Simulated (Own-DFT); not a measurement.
InAs (zincblende, strongly disordered by large displacements) (calculated)

A calculation, not a measurement: plane-wave PBE density functional theory by an unreviewed code, no spin, of a simulated periodic cell, stress positive in tension, free energy of the whole cell less one offset for each atom, forces on such cells passed a denser k mesh, this cell's mesh not checked; broken bonds can close the gap or carry spin, so checks made on this kind of crystal may not hold here; offsets are fitted by least squares, one for each functional and potential file, so energies compare only between cells with the same atoms and settings and are not formation energies; the far tail of each file's local potential was reset to the Coulomb form; each entry is a single point on an unrelaxed cell, so the pressure reflects the starting lattice, mostly measured values (interpolated for alloys), from which strain is counted, and rises with the displacements; printed positions are rounded, which can move forces by about a meV/angstrom; the program, named Own-DFT, is a retired in-house code; no spin-orbit coupling. Program: Own-DFT development build.

Settings shared by all entries: functional PBE; potential files PseudoDojo norm-conserving, scalar-relativistic, standard set; wave cutoff 42 hartree; occupations Fermi-Dirac; smearing width 0.1 eV; hardware one NVIDIA H200; k mesh 3 x 3 x 3 centred on Gamma.

(1) InAs (zincblende, strongly disordered by large displacements)

```
cell vectors (Å)
  12.1166     0.0000     0.0000
   0.0000    12.1166     0.0000
   0.0000     0.0000    12.1166
atoms (fractions of the cell vectors)
In  0.02169  0.00821  0.97911
In  0.97555  0.25321  0.22916
In  0.20652  0.97811  0.26737
In  0.24767  0.24760  0.01089
As  0.11883  0.11817  0.15041
As  0.10527  0.37981  0.36523
As  0.39937  0.12227  0.37247
As  0.38518  0.38406  0.13888
In  0.02715  0.01784  0.49834
In  0.00806  0.24016  0.75440
In  0.25132  0.00643  0.74824
In  0.25687  0.30225  0.53176
As  0.11652  0.12430  0.61311
As  0.12041  0.35336  0.90887
As  0.37910  0.16143  0.85195
As  0.39287  0.34171  0.62131
In  0.98774  0.49711  0.98689
In  0.95966  0.75481  0.25942
In  0.23319  0.48538  0.26450
In  0.30201  0.73731  0.00424
As  0.09373  0.61799  0.13307
As  0.12362  0.88753  0.40260
As  0.37426  0.62759  0.37574
As  0.37593  0.86199  0.14634
In  0.00546  0.49982  0.49842
In  0.00147  0.74540  0.74918
In  0.22306  0.48921  0.74008
In  0.28284  0.74183  0.50325
As  0.12734  0.61918  0.63268
As  0.12686  0.88815  0.86739
As  0.40082  0.64199  0.86455
As  0.35420  0.91752  0.62625
In  0.50700  0.00136  0.99596
In  0.52453  0.25448  0.22660
In  0.76645  0.01091  0.24605
In  0.73462  0.24452  0.98025
As  0.60642  0.13119  0.12598
As  0.62866  0.41718  0.38739
As  0.87941  0.11491  0.38374
As  0.88915  0.37355  0.12933
In  0.50026  0.98534  0.50592
In  0.49596  0.23266  0.75213
In  0.77854  0.01097  0.73388
In  0.75671  0.27322  0.46730
As  0.63316  0.14091  0.59353
As  0.59738  0.37410  0.85121
As  0.87132  0.13216  0.87789
As  0.83239  0.37759  0.61922
In  0.48488  0.49024  0.02173
In  0.49204  0.79006  0.25630
In  0.74972  0.49538  0.27804
In  0.76460  0.77027  0.02777
As  0.62067  0.61533  0.13453
As  0.64209  0.85521  0.35973
As  0.85678  0.60869  0.34400
As  0.87834  0.85184  0.11988
In  0.47153  0.50862  0.48768
In  0.51618  0.75501  0.75404
In  0.78152  0.48331  0.73884
In  0.75118  0.74557  0.49236
As  0.64662  0.60902  0.61129
As  0.62779  0.88200  0.86613
As  0.90747  0.62774  0.87731
As  0.84716  0.88592  0.64885
```

| Item | Value |
| --- | --- |
| free energy of cell above offsets | 13.139 eV |
| pressure | 11.74 GPa |
| stress xx | -11.27 GPa |
| stress yy | -11.56 GPa |
| stress zz | -12.38 GPa |
| stress yz | -1.5 GPa |
| stress xz | -0.13 GPa |
| stress xy | 0.03 GPa |
| wall time | 1152 s |

Force:
| element | x (eV/Å) | y (eV/Å) | z (eV/Å) |
| --- | --- | --- | --- |
| In | -1.633 | 1.226 | 2.101 |
| In | 2.96 | -4.546 | 4.127 |
| In | 4.611 | 2.327 | -3.158 |
| In | 2.196 | -1.411 | 1.968 |
| As | 0.135 | 0.644 | -2.113 |
| As | -0.25 | -2.689 | 1.871 |
| As | -1.132 | 0.475 | -0.526 |
| As | -3.606 | -2.452 | 2.044 |
| In | -5.139 | -1.53 | -0.837 |
| In | -0.619 | 0.742 | -0.421 |
| In | -2.718 | 3.298 | 3.342 |
| In | -10.19 | -4.272 | -7.608 |
| As | 3.752 | 4.447 | 3.983 |
| As | -1.182 | 1.797 | -2.993 |
| As | -7.941 | -6.284 | 7.444 |
| As | 7.531 | 5.585 | 4.518 |
| In | 1.84 | -1.782 | 2.489 |
| In | 3.835 | -0.883 | 1.994 |
| In | 1.27 | 2.402 | -2.046 |
| In | -3.064 | 0.161 | 0.745 |
| As | 1.932 | 0.533 | 0.1 |
| As | -0.979 | -6.827 | 1.375 |
| As | -0.713 | 0.7 | -4.015 |
| As | -5.365 | 5.128 | -4.386 |
| In | -1.76 | 0.622 | 0.439 |
| In | 0.444 | 2.234 | -1.087 |
| In | 2.417 | -2.072 | 2.635 |
| In | -2.133 | 2.078 | 2.415 |
| As | -0.723 | 2.09 | -2.359 |
| As | 1.656 | -2.539 | -0.521 |
| As | -1.346 | -3.774 | -0.23 |
| As | 2.895 | -4.934 | -2.755 |
| In | -1.26 | -0.301 | -0.509 |
| In | -3.059 | 4.015 | 5.526 |
| In | -1.28 | -0.968 | -0.904 |
| In | -0.899 | 1.338 | 0.939 |
| As | 4.726 | -4.342 | -3.364 |
| As | -4.028 | -4.213 | 1.677 |
| As | 0.088 | 1.472 | -0.495 |
| As | -5.094 | 3.916 | -3.641 |
| In | 1.859 | 1.027 | -1.532 |
| In | 8.546 | 2.008 | -6.202 |
| In | -6.504 | 9.433 | 5.818 |
| In | -0.95 | -1.804 | -0.491 |
| As | -0.095 | -0.856 | 1.232 |
| As | 2.097 | 1.894 | 1.823 |
| As | 0.863 | -0.722 | 0.014 |
| As | 6.777 | -6.732 | -6.756 |
| In | 2.871 | 2.741 | -3.713 |
| In | 3.987 | -5.19 | 3.149 |
| In | -3.146 | -4.236 | -8.978 |
| In | -9.194 | -6.855 | -7.227 |
| As | 0.386 | 0.947 | -0.118 |
| As | 0.851 | 2.632 | 1.232 |
| As | 7.027 | 6.48 | 6.721 |
| As | 6.697 | 9.538 | 3.441 |
| In | 1.995 | -1.672 | 3.379 |
| In | 0.895 | 0.394 | -2.857 |
| In | -4.278 | 7.962 | 9.053 |
| In | 0.87 | -0.359 | 0.715 |
| As | -1.844 | 0.349 | 0.98 |
| As | 1.736 | 1.003 | 1.134 |
| As | -4.227 | 0.996 | -0.914 |
| As | 6.607 | -10.39 | -7.668 |

(2) InAs (zincblende, strongly disordered by large displacements)

```
cell vectors (Å)
  12.1166     0.0000     0.0000
   0.0000    12.1166     0.0000
   0.0000     0.0000    12.1166
atoms (fractions of the cell vectors)
In  0.04098  0.98977  0.95152
In  0.01335  0.27278  0.25357
In  0.27305  0.02319  0.20228
In  0.17979  0.27907  0.06721
As  0.10551  0.10959  0.15902
As  0.11870  0.39008  0.37997
As  0.38309  0.09739  0.37893
As  0.37005  0.30308  0.09820
In  0.00243  0.01878  0.46610
In  0.97268  0.26814  0.77531
In  0.26648  0.01542  0.76682
In  0.22711  0.25915  0.55169
As  0.09516  0.13729  0.63179
As  0.13957  0.32785  0.86305
As  0.37619  0.12439  0.94020
As  0.41282  0.38174  0.58671
In  0.98956  0.50730  0.97867
In  0.01089  0.72508  0.21795
In  0.28783  0.50739  0.24100
In  0.22235  0.76146  0.97215
As  0.14062  0.57675  0.11647
As  0.14447  0.82676  0.36811
As  0.37189  0.60987  0.39556
As  0.38618  0.91922  0.11832
In  0.01204  0.51472  0.50901
In  0.99101  0.76191  0.76972
In  0.28896  0.47600  0.77867
In  0.26677  0.73030  0.54324
As  0.13557  0.63660  0.60683
As  0.10798  0.88630  0.82716
As  0.36529  0.62031  0.84197
As  0.33865  0.88104  0.59588
In  0.50138  0.01502  0.99521
In  0.50633  0.23753  0.29237
In  0.76591  0.98283  0.25814
In  0.73370  0.25686  0.94883
As  0.62189  0.06792  0.11743
As  0.63743  0.37913  0.37606
As  0.89395  0.16808  0.37403
As  0.89773  0.39979  0.11002
In  0.53357  0.00412  0.48662
In  0.48297  0.24693  0.72030
In  0.74830  0.97778  0.75273
In  0.73735  0.23507  0.53981
As  0.61189  0.13946  0.62520
As  0.60013  0.35172  0.88701
As  0.89137  0.07199  0.91897
As  0.91616  0.41063  0.61214
In  0.48013  0.46312  0.99529
In  0.52895  0.75709  0.26717
In  0.70486  0.54891  0.24530
In  0.77537  0.76866  0.98859
As  0.60721  0.61959  0.11830
As  0.59736  0.87917  0.38184
As  0.86236  0.65880  0.40878
As  0.85493  0.85216  0.12783
In  0.49942  0.49905  0.48977
In  0.46877  0.74012  0.75893
In  0.72387  0.52499  0.79895
In  0.73568  0.73481  0.50730
As  0.61177  0.62227  0.63573
As  0.59891  0.89296  0.89377
As  0.86751  0.63121  0.86830
As  0.87969  0.85503  0.64295
```

| Quantity | Value |
| --- | --- |
| free energy of cell above offsets | 25.694 eV |
| pressure | 13.3 GPa |
| stress xx | -15.55 GPa |
| stress yy | -13.6 GPa |
| stress zz | -10.74 GPa |
| stress yz | -1.05 GPa |
| stress xz | 0.55 GPa |
| stress xy | -0.58 GPa |
| wall time | 1213 s |

Force:
| element | x (eV/Å) | y (eV/Å) | z (eV/Å) |
| --- | --- | --- | --- |
| In | 3.572 | 1.406 | 8.27 |
| In | -0.587 | 1.322 | -1.398 |
| In | -3.034 | 2.917 | 5.218 |
| In | -1.802 | 0.441 | -1.39 |
| As | -2.543 | -0.945 | -1.164 |
| As | 2.497 | 0.393 | 0.198 |
| As | -1.916 | 0.943 | 0.638 |
| As | 3.128 | 1.156 | 1.402 |
| In | 1.339 | -2.15 | 0.565 |
| In | -1.881 | -1.015 | -1.259 |
| In | 0.644 | 0.924 | -0.991 |
| In | 1.572 | 1.521 | -2.211 |
| As | -0.569 | -1.894 | 1.539 |
| As | 1.92 | 1.763 | 0.952 |
| As | -6.568 | 5.952 | -4.491 |
| As | -6.159 | -5.172 | 5.106 |
| In | 2.324 | -0.181 | -1.453 |
| In | 0.051 | 0.29 | 1.052 |
| In | 0.043 | -2.093 | 0.067 |
| In | 0.961 | -0.572 | 1.153 |
| As | -0.701 | 1.837 | -1.221 |
| As | -0.653 | 1.465 | -0.499 |
| As | -0.381 | 3.087 | -1.564 |
| As | 2.782 | -8.268 | -1.854 |
| In | 2.625 | 4.376 | -5.35 |
| In | -1.338 | -5.546 | -2.085 |
| In | -4.228 | -6.745 | -4.014 |
| In | 2.571 | -1.603 | -5.727 |
| As | -5.979 | -4.023 | 5.586 |
| As | 7.261 | -1.396 | -2.811 |
| As | -0.562 | 1.923 | 7.384 |
| As | 4.861 | 7.297 | 3.219 |
| In | 1.433 | -2.732 | -1.309 |
| In | 0.121 | -0.059 | -1.597 |
| In | -0.437 | 1.439 | 0.943 |
| In | 7.454 | -5.13 | 4.619 |
| As | 4.932 | 3.975 | 5.028 |
| As | 1.004 | -0.032 | 0.093 |
| As | -3.479 | -1.593 | 1.038 |
| As | -2.793 | -2.088 | 1.916 |
| In | -3.903 | 4.39 | 4.813 |
| In | -2.045 | 0.595 | 3.397 |
| In | -0.223 | 0.51 | 0.629 |
| In | 5.858 | 4.882 | -4.227 |
| As | -1.164 | -5.802 | 2.593 |
| As | -4.041 | 3.45 | -5.101 |
| As | -8.774 | 5.61 | -2.439 |
| As | -6.637 | -5.913 | 5.954 |
| In | -1.863 | 2.188 | 1.826 |
| In | -3.86 | -3.837 | -3.744 |
| In | 5.998 | -4.016 | 6.485 |
| In | -4.323 | -1.538 | -3.223 |
| As | -4.414 | 3.464 | -6.627 |
| As | 6.781 | -2.224 | -0.724 |
| As | 5.094 | -3.84 | -5.612 |
| As | 4.078 | 1.852 | 3.554 |
| In | 5.953 | 3.944 | -3.088 |
| In | 4.41 | 5.594 | -3.608 |
| In | -2.291 | -2.424 | -2.404 |
| In | -4.419 | 3.649 | 3.907 |
| As | -0.387 | -0.082 | 0.521 |
| As | 2.843 | -4.542 | -3.654 |
| As | 1.904 | 0.797 | 0.746 |
| As | -2.062 | 2.101 | -3.573 |
